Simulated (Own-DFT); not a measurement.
Simulation results for Hf$_{16}$O$_{31}$ (monoclinic hafnia with two neutral oxygen vacancies, strained, atoms displaced)

A calculation, not a measurement: plane-wave PBE and HSE06 DFT by an unreviewed code, no spin, of a simulated cell at Gamma alone, so results move with cell size and shape, stress positive in tension, energies less offsets, not probed for a lower state with spin; hafnium file: forces about 75 meV/angstrom off all-electron values; oxygen file: force components 24 meV/angstrom off all-electron in a glass; k mesh not checked against a denser one; forces and stress are PBE's, HSE06 gives the energy alone, and its difference from PBE has offsets of its own; offsets are fitted by least squares, one for each functional and potential file, so energies compare only between cells with the same atoms and settings and are not formation energies; the far tail of each file's local potential was reset to the Coulomb form; each entry is a single point on an unrelaxed cell, so the pressure reflects the starting lattice, mostly measured values, from which strain is counted, and rises with the displacements; printed positions are rounded, which can move forces by about a meV/angstrom; the program is a retired in-house code; no spin-orbit coupling. Program: Own-DFT development build.

Entry: Hf$_{16}$O$_{31}$ (monoclinic hafnia with two neutral oxygen vacancies, strained, atoms displaced)

```
Hf16O31
1.0
     10.0926    -0.0178    -0.1752
     -0.0180    10.3119    -0.1526
     -1.8509    -0.1510    10.3123
Hf O Hf O Hf O Hf O Hf O Hf O Hf O Hf O
4 8 4 8 4 7 4 7 4 8 4 8 4 8 4 8
Direct
  0.14220 0.01866 0.10532
  0.36603 0.27216 0.14674
  0.36399 0.47728 0.39201
  0.13825 0.22581 0.35148
  0.03488 0.16473 0.17163
  0.46038 0.41753 0.07112
  0.46108 0.33419 0.32664
  0.03692 0.08505 0.42163
  0.23628 0.37333 0.23791
  0.27301 0.12635 0.00799
  0.27398 0.11737 0.25769
  0.22342 0.36674 0.48771
  0.13727 0.02247 0.60412
  0.36258 0.26659 0.63983
  0.36168 0.48326 0.90241
  0.13619 0.23094 0.85546
  0.04102 0.16503 0.67606
  0.46459 0.41092 0.57632
  0.46267 0.32944 0.82749
  0.03641 0.08324 0.92840
  0.22559 0.37502 0.74125
  0.27141 0.13025 0.50594
  0.26841 0.11729 0.76274
  0.22127 0.37521 0.99149
  0.13583 0.51691 0.10091
  0.36353 0.76855 0.14040
  0.35958 0.98350 0.39516
  0.13623 0.72279 0.35173
  0.04024 0.67140 0.18142
  0.45880 0.83278 0.32642
  0.03948 0.58392 0.42527
  0.22803 0.87627 0.24228
  0.28261 0.62945 0.01228
  0.27240 0.61948 0.26139
  0.22968 0.87122 0.49251
  0.13607 0.52149 0.60520
  0.36072 0.76905 0.64552
  0.36269 0.97700 0.89614
  0.13702 0.72852 0.85440
  0.03992 0.66755 0.67344
  0.46864 0.91545 0.58302
  0.03580 0.57776 0.92024
  0.22720 0.87628 0.73786
  0.27559 0.62754 0.50266
  0.27416 0.61988 0.76364
  0.22482 0.87008 0.99039
  0.63454 0.02354 0.10138
  0.86303 0.27656 0.14865
  0.85991 0.48304 0.39618
  0.63876 0.22978 0.35077
  0.53694 0.16346 0.17205
  0.96415 0.41395 0.07742
  0.96335 0.33332 0.33023
  0.54213 0.09199 0.42594
  0.72611 0.38274 0.24488
  0.77865 0.13251 0.01026
  0.77591 0.11954 0.26512
  0.72518 0.36568 0.49236
  0.63478 0.01931 0.60065
  0.86227 0.26582 0.64889
  0.85975 0.48150 0.89624
  0.64041 0.23063 0.85720
  0.53982 0.16424 0.66924
  0.96432 0.41873 0.58187
  0.96820 0.33358 0.83060
  0.54032 0.08313 0.92159
  0.72635 0.38114 0.74042
  0.77479 0.12865 0.50973
  0.77406 0.12257 0.75834
  0.72658 0.37326 0.99651
  0.63955 0.51685 0.10422
  0.86338 0.77168 0.15142
  0.86187 0.97598 0.39334
  0.63382 0.73359 0.35404
  0.53771 0.66750 0.17481
  0.96052 0.92073 0.07607
  0.96602 0.83469 0.32661
  0.53596 0.58380 0.42739
  0.72524 0.88021 0.23911
  0.77058 0.62815 0.01158
  0.77243 0.62380 0.26361
  0.72573 0.87700 0.48718
  0.64025 0.51880 0.60286
  0.86562 0.76583 0.64550
  0.86377 0.97805 0.89889
  0.64001 0.73030 0.85434
  0.53799 0.66400 0.67257
  0.96364 0.91436 0.58249
  0.96256 0.83679 0.82590
  0.54017 0.58960 0.92790
  0.72033 0.87741 0.73540
  0.77269 0.62632 0.50565
  0.77405 0.62571 0.75733
  0.72387 0.87397 0.99218
```

| Item | Value |
| --- | --- |
| first functional | PBE |
| second functional | HSE06 |
| exact exchange share | 0.25 |
| screening | 0.11 1/bohr |
| exchange divergence | Gygi-Baldereschi |
| potential files | PseudoDojo norm-conserving, scalar-relativistic, made for PBE, standard set |
| wave cutoff | 48 hartree |
| occupations | fixed |
| k mesh | 1 x 1 x 1 centred on Gamma |
| PBE energy of cell above offsets | -87.970 eV |
| HSE06 less PBE above offsets | -0.478 eV |
| PBE pressure | 13.57 GPa |
| PBE stress xx | -15.57 GPa |
| PBE stress yy | -10.54 GPa |
| PBE stress zz | -14.61 GPa |
| PBE stress yz | -3.55 GPa |
| PBE stress xz | -5.54 GPa |
| PBE stress xy | 0.64 GPa |

Force:
| element | x (eV/Å) | y (eV/Å) | z (eV/Å) |
| --- | --- | --- | --- |
| Hf | -0.11 | -0.057 | -0.099 |
| Hf | -0.893 | -0.622 | -1.433 |
| Hf | -1.365 | 0.957 | 1.382 |
| Hf | -0.306 | 0.414 | 0.338 |
| O | -0.541 | 0.459 | -0.261 |
| O | 1.124 | -0.439 | 1.762 |
| O | 2.179 | -1.072 | 0.068 |
| O | -0.706 | -0.511 | 0.021 |
| O | -2.186 | 0.708 | -0.459 |
| O | 0.93 | 0.355 | 0.595 |
| O | 0.852 | 0.52 | 0.356 |
| O | -0.124 | 0.731 | -0.047 |
| Hf | 0.447 | -1.124 | -0.095 |
| Hf | -0.064 | 1.134 | 1.412 |
| Hf | 0.163 | -0.772 | -2.652 |
| Hf | 1.079 | -0.78 | 0.481 |
| O | -1.781 | 0.7 | -0.829 |
| O | 0.546 | 0.4 | 0.005 |
| O | 0.545 | 0.234 | 0.568 |
| O | -0.328 | 0.194 | -0.855 |
| O | -0.306 | 0.475 | -0.249 |
| O | 0.8 | -0.811 | 0.206 |
| O | 1.603 | -0.053 | -0.231 |
| O | -0.026 | -0.076 | 0.087 |
| Hf | 1.095 | 0.153 | 1.129 |
| Hf | 0.348 | 1.724 | 0.787 |
| Hf | 0.122 | -0.959 | 0.26 |
| Hf | 2.012 | 1.701 | 2.431 |
| O | -1.25 | -1.329 | -3.259 |
| O | 1.007 | 0.035 | 0.437 |
| O | -1.543 | -0.589 | -0.404 |
| O | -0.748 | 0.206 | -0.683 |
| O | -1.115 | -0.731 | -0.456 |
| O | 0.811 | -0.59 | -0.823 |
| O | -0.543 | 0.252 | -0.464 |
| Hf | 1.707 | -1.575 | -0.022 |
| Hf | 0.524 | -0.1 | -0.373 |
| Hf | -0.447 | 0.254 | -0.25 |
| Hf | 0.707 | 0.237 | 0.313 |
| O | -0.906 | 0.338 | -0.296 |
| O | -0.85 | -0.369 | -0.322 |
| O | 0.222 | 0.873 | 0.031 |
| O | 0.144 | -0.178 | 0.68 |
| O | 0.325 | -0.148 | 1.412 |
| O | 0.431 | 0.273 | -0.307 |
| O | 0.406 | 0.172 | -0.062 |
| Hf | 1.375 | -1.628 | -0.013 |
| Hf | -0.037 | -1.759 | 0.033 |
| Hf | -0.031 | -0.502 | 0.865 |
| Hf | 0.963 | -0.363 | 1.77 |
| O | -1.067 | 0.808 | -0.384 |
| O | 0.687 | 0.796 | 0.25 |
| O | 0.657 | 0.135 | 0.225 |
| O | -2.269 | -1.093 | -1.103 |
| O | -0.696 | -0.319 | -0.637 |
| O | -0.211 | 0.07 | 0.325 |
| O | 0.368 | 0.422 | -0.742 |
| O | -0.053 | 0.861 | -0.16 |
| Hf | 2.058 | 0.026 | 1.11 |
| Hf | -0.218 | 0.25 | -0.804 |
| Hf | -0.662 | -0.284 | -0.611 |
| Hf | -0.141 | -0.397 | -0.963 |
| O | -1.448 | 1.107 | 0.456 |
| O | -0.111 | -0.012 | 0.022 |
| O | -0.784 | 0.426 | 0.298 |
| O | -1.245 | -0.735 | -0.387 |
| O | -0.285 | -0.175 | 0.577 |
| O | 1.046 | -0.076 | 0.064 |
| O | 0.736 | -0.084 | 0.61 |
| O | -0.474 | 0.091 | -0.571 |
| Hf | 0.114 | 1.304 | 0.353 |
| Hf | -0.789 | 0.524 | -1.453 |
| Hf | -0.638 | 1.35 | 0.918 |
| Hf | 0.151 | -0.451 | 0.684 |
| O | -0.661 | -0.083 | -0.766 |
| O | 0.603 | -0.92 | 1.144 |
| O | 0.435 | -0.07 | 0.733 |
| O | -0.202 | 0.253 | -1.02 |
| O | -0.76 | -0.227 | -0.247 |
| O | 1.539 | -0.063 | 0.269 |
| O | 0.955 | -0.082 | -0.402 |
| O | -0.267 | -0.991 | -0.207 |
| Hf | -0.28 | -0.25 | 0.175 |
| Hf | -1.48 | 1.493 | -0.492 |
| Hf | -1.197 | 1.009 | -0.886 |
| Hf | -0.581 | 0.926 | 0.016 |
| O | -1.291 | 0.635 | 0.132 |
| O | 0.775 | 0.372 | -0.381 |
| O | 1.27 | -1.153 | 0.435 |
| O | -1.4 | -0.793 | -0.648 |
| O | 0.172 | -0.259 | 0.596 |
| O | 0.594 | 0.396 | 0.629 |
| O | 1.015 | -0.741 | 0.691 |
| O | -0.224 | -0.35 | -0.331 |
